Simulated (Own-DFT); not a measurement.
# Computed records: GaN (wurtzite, strained, atoms displaced)

All values are calculated (Own-DFT development build). A calculation, not a measurement: plane-wave PBE density functional theory by an unreviewed code, no spin, of a simulated periodic cell, stress positive in tension, free energy of the whole cell less one offset for each atom, forces on such cells passed a denser k mesh, this cell's mesh not checked; offsets are fitted by least squares, one for each functional and potential file, so energies compare only between cells with the same atoms and settings and are not formation energies; the far tail of each file's local potential was reset to the Coulomb form; each entry is a single point on an unrelaxed cell, so the pressure reflects the starting lattice, mostly measured values (interpolated for alloys), from which strain is counted, and rises with the displacements; printed positions are rounded, which can move forces by about a meV/angstrom; the program, named Own-DFT, is a retired in-house code; no spin-orbit coupling.

Common to all runs: functional PBE; potential files PseudoDojo norm-conserving, scalar-relativistic, standard set with the stringent files for Ga; wave cutoff 96 hartree; occupations Gaussian; smearing width 0.01 eV; k mesh 3 x 4 x 3 centred on Gamma.

(1) GaN (wurtzite, strained, atoms displaced)

```
GaN
1.0
     12.7560     0.0638     0.0000
     -4.7421     8.2613     0.0000
      0.0000     0.0000    10.3700
Ga N Ga N Ga N Ga N Ga N Ga N Ga N Ga N Ga N Ga N Ga N Ga N Ga N Ga N Ga N Ga N Ga N Ga N Ga N Ga N Ga N Ga N Ga N Ga N
2 2 2 2 2 2 2 2 2 2 2 2 2 2 2 2 2 2 2 2 2 2 2 2 2 2 2 2 2 2 2 2 2 2 2 2 2 2 2 2 2 2 2 2 2 2 2 2
Direct
  0.07854 0.21311 0.99674
  0.16142 0.11459 0.25394
  0.07612 0.21997 0.18705
  0.16527 0.10510 0.44536
  0.06918 0.21084 0.50002
  0.16960 0.11033 0.74810
  0.09277 0.22953 0.67781
  0.16210 0.10425 0.92901
  0.08422 0.55936 0.99851
  0.16975 0.43703 0.24101
  0.08411 0.55326 0.18392
  0.17248 0.45546 0.43930
  0.07547 0.55270 0.50143
  0.16610 0.44334 0.75558
  0.08780 0.55679 0.68987
  0.16454 0.44066 0.93625
  0.08683 0.89977 0.99710
  0.17095 0.77877 0.24344
  0.08456 0.88259 0.19256
  0.16427 0.77490 0.43667
  0.08450 0.88461 0.49737
  0.16093 0.77239 0.74667
  0.07786 0.88065 0.68735
  0.17169 0.77447 0.93757
  0.33659 0.22262 0.00070
  0.40688 0.11012 0.24962
  0.33238 0.22811 0.18037
  0.41788 0.12384 0.44059
  0.33368 0.21934 0.49659
  0.42630 0.12645 0.75280
  0.33307 0.22930 0.68502
  0.40758 0.10760 0.94031
  0.34002 0.55706 0.99899
  0.40874 0.44318 0.24544
  0.32939 0.55329 0.18855
  0.41690 0.44696 0.44121
  0.34203 0.55343 0.49708
  0.41169 0.44319 0.75096
  0.32535 0.54866 0.69473
  0.41303 0.44829 0.93445
  0.33436 0.89003 0.00302
  0.41869 0.77821 0.25749
  0.32993 0.88147 0.18933
  0.42304 0.79023 0.43387
  0.33256 0.88549 0.50158
  0.41706 0.77443 0.74405
  0.33520 0.89513 0.68753
  0.41330 0.76546 0.94253
  0.58079 0.21800 0.99155
  0.67124 0.11677 0.24773
  0.58289 0.23377 0.18369
  0.67690 0.12578 0.43894
  0.58277 0.22580 0.50379
  0.66317 0.11203 0.75337
  0.57923 0.22614 0.69049
  0.67053 0.11402 0.94124
  0.58713 0.55437 0.01130
  0.67076 0.44175 0.24812
  0.58604 0.55338 0.18932
  0.66276 0.45267 0.43490
  0.57953 0.54575 0.50356
  0.66999 0.44985 0.74605
  0.58443 0.57144 0.69332
  0.66848 0.43592 0.93949
  0.58988 0.88776 0.99538
  0.65944 0.77125 0.24499
  0.57819 0.88124 0.18337
  0.66675 0.77549 0.43564
  0.58319 0.88752 0.49338
  0.66180 0.77305 0.74501
  0.57937 0.88227 0.68265
  0.66866 0.77884 0.93380
  0.82962 0.21896 0.99674
  0.92136 0.12410 0.25354
  0.83805 0.22342 0.19186
  0.90703 0.10346 0.43496
  0.83642 0.22923 0.49394
  0.91867 0.11157 0.75620
  0.83175 0.22171 0.68867
  0.92272 0.11327 0.93387
  0.83391 0.55064 0.00024
  0.91103 0.43189 0.25500
  0.83461 0.55009 0.19600
  0.91672 0.43620 0.44101
  0.83630 0.55354 0.48698
  0.92050 0.45164 0.74524
  0.82584 0.54770 0.69475
  0.91654 0.44278 0.93579
  0.83531 0.89264 0.00749
  0.90985 0.77711 0.25663
  0.83199 0.88622 0.18689
  0.91583 0.78478 0.44564
  0.83707 0.89005 0.49622
  0.91415 0.77283 0.74306
  0.82709 0.87904 0.68764
  0.91912 0.79155 0.94055
```

Results for GaN (wurtzite, strained, atoms displaced): free energy of cell above offsets -3.975 eV; pressure 7.21 GPa; stress xx -8.02 GPa; stress yy -6.84 GPa; stress zz -6.78 GPa; stress yz -0.32 GPa; stress xz 0.62 GPa; stress xy 1.7 GPa.

Force:
```tsv
element	x (eV/Å)	y (eV/Å)	z (eV/Å)
Ga	0.924	1.576	0.038
Ga	0.867	-1.208	-0.113
N	1.457	-0.251	-0.52
N	-0.644	0.845	-1.199
Ga	1.668	1.752	-0.565
Ga	-0.522	-0.227	-1.202
N	-1.294	-1.198	1.935
N	0.744	1.878	1.175
Ga	0.198	-0.88	0.075
Ga	-1.975	1.266	1.603
N	-0.375	-0.489	0.897
N	-0.289	-1.41	-0.731
Ga	2.672	0.741	-0.162
Ga	-0.116	-0.443	-0.854
N	-1.128	-0.554	-0.597
N	0.389	-0.209	1.335
Ga	0.396	-2.455	0.837
Ga	-0.939	-1.564	1.001
N	-1.52	1.307	-0.535
N	0.593	-0.125	-0.118
Ga	-0.236	0.174	0.472
Ga	1.268	1.193	0.773
N	0.284	0.736	-0.325
N	-1.222	0.92	-0.27
Ga	-1.945	0.845	-1.184
Ga	1.515	0.195	0.017
N	-0.739	-0.822	1.561
N	1.579	-1.887	-1.047
Ga	-1.836	0.945	1.121
Ga	-2.61	-2.11	-0.23
N	0.997	-0.789	0.301
N	2.123	0.129	-0.608
Ga	-2.131	-0.811	0.478
Ga	1.714	0.432	0.825
N	0.88	0.91	-0.353
N	1.286	-1.223	-1.486
Ga	-3.244	0.857	1.418
Ga	0.451	0.731	-0.217
N	1.061	1.265	-1.573
N	2.454	-1.307	0.909
Ga	0.523	-1.194	-0.663
Ga	-0.549	-0.21	-2.19
N	0.976	1.582	0.097
N	-0.246	-1.154	1.419
Ga	-0.684	0.615	0
Ga	-0.965	-0.128	1.026
N	-0.031	-0.047	0.37
N	0.209	3.013	-1.116
Ga	-0.481	0.021	1.465
Ga	-1.183	-0.736	-0.009
N	0.36	-2.51	-0.013
N	-1.753	-1.268	-0.518
Ga	0.396	0.092	-0.993
Ga	0.967	-0.401	-1.153
N	1.739	0.615	-0.322
N	-0.919	-1.09	-0.593
Ga	-0.323	-0.005	-2.653
Ga	-1.09	0.541	0.351
N	-0.962	-0.493	0.751
N	2.374	-1.292	0.362
Ga	-0.833	2.182	0.229
Ga	-1.83	-0.185	1.259
N	0.316	-4.697	-1.38
N	-0.915	1.119	-0.481
Ga	-1.585	-0.605	0.235
Ga	0.92	0.731	0.997
N	0.176	1.354	0.397
N	-0.123	-0.162	-0.087
Ga	1.086	1.056	0.504
Ga	0.584	2.907	1.175
N	-0.24	1.439	0.323
N	0.72	-0.468	0.712
Ga	1.693	1.161	0.293
Ga	-0.095	-2.468	-0.41
N	-1.294	-0.789	-1.47
N	0.721	1	0.218
Ga	0.054	-2.277	2.493
Ga	0.068	-0.401	-2.403
N	0.15	0.122	-0.135
N	-1.906	-0.542	1.51
Ga	0.003	1.259	0.095
Ga	1.341	2.412	-1.094
N	-0.089	0.636	-0.454
N	-0.689	1.93	-0.802
Ga	-1.623	0.319	1.596
Ga	0.032	-1.2	0.717
N	1.75	1.138	-2.167
N	0.154	0.02	0.128
Ga	-0.333	-0.289	-1.63
Ga	1.515	-0.006	-0.879
N	-0.692	0.828	1.293
N	1.899	-1.652	-1.208
Ga	-2.617	-0.481	1.497
Ga	-0.617	0.416	1.287
N	0.324	1.467	-0.368
N	0.87	-1.956	-0.491
```

(2) GaN (wurtzite, strained, atoms displaced)

```
GaN
1.0
     12.7560     0.0000     0.0638
     -4.7835     8.2853    -0.0239
      0.0518     0.0000    10.3700
Ga N Ga N Ga N Ga N Ga N Ga N Ga N Ga N Ga N Ga N Ga N Ga N Ga N Ga N Ga N Ga N Ga N Ga N Ga N Ga N Ga N Ga N Ga N Ga N
2 2 2 2 2 2 2 2 2 2 2 2 2 2 2 2 2 2 2 2 2 2 2 2 2 2 2 2 2 2 2 2 2 2 2 2 2 2 2 2 2 2 2 2 2 2 2 2
Direct
  0.09124 0.23252 0.99707
  0.16752 0.11127 0.25750
  0.07837 0.22784 0.18743
  0.16624 0.11185 0.44093
  0.09037 0.22643 0.49675
  0.16207 0.10767 0.75191
  0.08650 0.21887 0.69509
  0.16988 0.12359 0.93667
  0.07989 0.55239 0.00066
  0.16739 0.44217 0.24318
  0.08147 0.54000 0.18862
  0.17117 0.44848 0.43384
  0.08035 0.54865 0.50163
  0.17684 0.45657 0.75871
  0.08523 0.55952 0.69177
  0.16818 0.44201 0.92858
  0.08598 0.88679 0.99502
  0.16112 0.77169 0.25059
  0.08031 0.88827 0.19746
  0.16742 0.77998 0.42990
  0.09756 0.88770 0.49518
  0.17548 0.78088 0.75760
  0.08333 0.88976 0.69153
  0.16708 0.78065 0.93938
  0.33011 0.21774 0.99897
  0.42413 0.11916 0.25249
  0.33481 0.21588 0.18619
  0.41675 0.12021 0.43821
  0.33260 0.22825 0.50814
  0.42051 0.10884 0.75562
  0.32762 0.21133 0.68766
  0.41469 0.10233 0.94686
  0.33555 0.55802 0.99584
  0.41877 0.44863 0.24371
  0.33227 0.55887 0.18552
  0.41844 0.44596 0.43949
  0.33074 0.55399 0.48684
  0.41335 0.44370 0.74606
  0.32823 0.56324 0.68522
  0.42121 0.45120 0.93831
  0.34053 0.89997 0.99880
  0.41841 0.78441 0.25875
  0.34112 0.88307 0.18678
  0.41827 0.77455 0.43837
  0.33006 0.89063 0.49884
  0.42066 0.77237 0.75557
  0.34476 0.89334 0.68174
  0.42463 0.77314 0.93957
  0.58575 0.22091 0.00092
  0.66022 0.11011 0.24905
  0.58108 0.22150 0.18992
  0.66395 0.10275 0.43536
  0.58125 0.22793 0.49982
  0.67234 0.11205 0.74214
  0.58194 0.21571 0.68634
  0.66154 0.11717 0.93291
  0.58190 0.55392 0.01365
  0.66196 0.43625 0.25161
  0.58922 0.55310 0.19290
  0.67438 0.45506 0.44655
  0.59193 0.55974 0.50054
  0.67110 0.46004 0.75323
  0.58474 0.56015 0.69042
  0.67008 0.44953 0.94380
  0.58605 0.90099 0.99795
  0.66640 0.78529 0.24882
  0.58929 0.89607 0.18059
  0.66211 0.77210 0.43472
  0.57916 0.87875 0.50533
  0.66291 0.76818 0.75026
  0.58508 0.88822 0.68588
  0.66742 0.77734 0.94550
  0.83702 0.22731 0.99997
  0.92021 0.12522 0.25022
  0.82786 0.21769 0.18672
  0.91600 0.10697 0.43147
  0.83368 0.23054 0.50014
  0.92014 0.11532 0.75358
  0.83361 0.21774 0.68554
  0.92141 0.11606 0.94065
  0.83079 0.55690 0.98976
  0.91145 0.44713 0.25659
  0.83829 0.56140 0.18723
  0.91770 0.44252 0.43933
  0.82961 0.55302 0.49179
  0.91609 0.44959 0.74179
  0.83378 0.56204 0.69083
  0.92161 0.44690 0.93974
  0.83777 0.89159 0.00719
  0.91041 0.76398 0.24579
  0.83527 0.88435 0.18334
  0.91617 0.77876 0.43785
  0.83262 0.89723 0.49868
  0.91837 0.78563 0.74510
  0.83271 0.88503 0.68565
  0.91728 0.78432 0.93237
```

The calculation gives: free energy of cell above offsets -4.624 eV; pressure 7.09 GPa; stress xx -7.1 GPa; stress yy -6.5 GPa; stress zz -7.68 GPa; stress yz 0.37 GPa; stress xz 0.76 GPa; stress xy 0.18 GPa.

Force:
```tsv
element	x (eV/Å)	y (eV/Å)	z (eV/Å)
Ga	-1.128	-1.059	0.747
Ga	-0.398	0.074	-1.3
N	2.213	-0.691	-0.502
N	0.988	-0.039	0.075
Ga	-1.477	-0.465	1.135
Ga	0.728	-0.111	-0.186
N	-1.107	1.509	-1.439
N	0.695	-1.745	0.431
Ga	1.017	0.431	0.174
Ga	0.479	0.302	0.844
N	-1.751	1.765	-0.141
N	-1.25	-0.771	-0.07
Ga	0.815	0.941	0.201
Ga	-1.642	-1.678	-3.21
N	0.219	-0.171	-0.598
N	-0.279	1.502	3.483
Ga	-1.624	1.064	1.125
Ga	1.025	0.122	-1.864
N	0.706	-0.021	-1.556
N	1.843	-1.676	1.093
Ga	-4.078	0.683	1.499
Ga	-0.741	0.36	-1.677
N	1.476	-0.396	-0.779
N	1.466	-0.477	0.633
Ga	0.392	0.941	0.113
Ga	-1.599	-1.82	-0.013
N	-0.789	0.795	0.279
N	0.149	-0.666	0.118
Ga	0.248	-0.187	-1.363
Ga	-0.394	0.189	-0.618
N	0.698	1.074	1.414
N	-0.051	3.247	-1.73
Ga	-0.106	-0.336	0.809
Ga	-0.239	-0.651	0.71
N	0.973	-0.04	0.144
N	0.436	0.087	-0.309
Ga	0.872	0.393	1.643
Ga	-0.031	-0.152	0.24
N	2.266	-0.613	-0.865
N	0.154	-1.288	-0.156
Ga	0.386	-3.92	1.418
Ga	1.334	-0.795	-1.632
N	-2.329	1.278	0.119
N	-0.947	0.719	0.49
Ga	1.259	0.266	-0.367
Ga	-0.243	1.124	-0.861
N	-1.021	-0.676	1.416
N	-1.801	1.055	-0.394
Ga	-1.159	1.099	-0.04
Ga	1.389	-0.201	0.384
N	0.843	0.541	-0.606
N	-0.497	0.968	0.694
Ga	0.852	-0.904	0.353
Ga	-1.29	-0.355	0.615
N	0.095	1.585	0.47
N	2.153	-0.234	-0.313
Ga	0.194	0.834	-1.981
Ga	1.101	1.309	0.32
N	-1.229	0.447	0.732
N	-1.362	-2.52	-1.945
Ga	-1.817	-0.026	0.15
Ga	0.23	-1.879	0.083
N	-0.513	-1.641	-0.854
N	-1.252	-1.079	-0.587
Ga	1.279	-0.956	-0.257
Ga	1.081	-0.17	-0.363
N	-0.983	-0.676	1.18
N	0.389	0.904	0.275
Ga	0.171	0.856	-0.943
Ga	0.288	2.339	1.348
N	0.336	-0.341	1.042
N	-0.035	0.255	-0.714
Ga	-0.368	-0.553	-0.116
Ga	-0.456	-2.004	-0.575
N	-0.44	1.069	0.341
N	-0.131	1.862	1.185
Ga	0.394	-2.418	-0.523
Ga	0.169	-0.741	-0.319
N	0.44	1.271	0.063
N	-0.313	-0.098	-0.032
Ga	1.563	0.854	1.057
Ga	1.185	-0.917	-1.743
N	-0.796	-2.97	-0.912
N	-0.439	0.777	0.218
Ga	2.016	2.348	1.838
Ga	0.349	-0.358	1.139
N	0.293	-0.513	-0.834
N	-1.334	-0.11	-1.111
Ga	-0.775	0.156	-1.75
Ga	-0.404	3.219	1.525
N	-0.566	0.72	2.099
N	0.616	-0.076	0.053
Ga	0.74	-1.287	-0.179
Ga	0.358	-0.37	0.066
N	-1.043	0.962	0.184
N	0.868	-0.452	0.56
```
